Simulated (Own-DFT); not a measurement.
# How strain changes the stress of diamond-structure SiGeSn with randomly placed atoms, 64 atoms (Ge52Si8Sn4)

Calculated results; nothing here was measured. The program, named Own-DFT, is a retired in-house plane-wave density functional code that no person has reviewed. Each row is one single-point run on a periodic cell that was not relaxed, without spin or spin-orbit coupling.

Settings of every run: PBE; PseudoDojo norm-conserving scalar-relativistic files; cutoff 49 hartree; 3 x 3 x 3 k mesh centred on Gamma; Fermi-Dirac smearing of 0.1 eV.

Known limits: forces on such cells moved up to 12 meV/angstrom on a denser k mesh; stress not checked against mesh or cutoff.

Unstrained cell vectors in Å: (11.363, 0.000, 0.000); (0.000, 11.363, 0.000); (0.000, 0.000, 11.363). The unstrained cell has measured lattice constants (interpolated for alloys), not those of this functional. That, the random moves and any unrelaxed bonds set the pressure at no strain. Each run strains this cell uniformly, with the atoms carried along. Every atom was also moved at random, by a Gaussian of width 0.05 Å on each axis. The random placing of the alloy's atoms differs from row to row. Strain is the symmetric tensor, in per cent. Stress is positive in tension, and the pressure is minus a third of its trace.

| run | e_xx (%) | e_yy (%) | e_zz (%) | s_xx (GPa) | s_yy (GPa) | s_zz (GPa) | P (GPa) | E (meV/atom) |
|---|---|---|---|---|---|---|---|---|
| 1 | 0.50 | 0.50 | 0.00 | -3.68 | -3.65 | -3.98 | 3.77 | 21.2 |
| 2 | -3.00 | -3.00 | 0.00 | -10.65 | -10.83 | -8.59 | 10.03 | 90.0 |
| 3 | 2.50 | 2.50 | 0.00 | -0.50 | -0.43 | -1.93 | 0.95 | 0.0 |
| 4 | -0.75 | -0.75 | 0.00 | -5.88 | -5.85 | -5.51 | 5.75 | 37.0 |
| 5 | -1.75 | -1.75 | 0.00 | -7.95 | -8.07 | -6.80 | 7.61 | 64.8 |
| 6 | -1.25 | -1.25 | 0.00 | -7.11 | -6.95 | -6.35 | 6.81 | 58.4 |
| 7 | 0.75 | 0.75 | 0.00 | -3.23 | -3.24 | -3.69 | 3.39 | 15.4 |
| 8 | 1.25 | 1.25 | 0.00 | -2.64 | -2.65 | -3.58 | 2.96 | 33.2 |
| 9 | -2.75 | -2.75 | 0.00 | ? | ? | ? | ? | ? |

E is the free energy for each atom above the lowest run shown.

## Worked fit

The change of volume is close to e_xx + e_yy + e_zz. A straight line through the runs shown gives P = 4.82 - 82 x (fractional change of volume) GPa, with an error of 3 on the slope and a scatter of 0.27 GPa. The strain isn't the same on all axes, but the crystal is cubic, so the slope still estimates the bulk modulus, averaged over pressures from 1.0 to 10.0 GPa.

## Withheld run

Question: what pressure should run 9 give? Its volume changes by -5.42 %.

The line gives 9.3 GPa. The calculation gave 9.22 GPa.
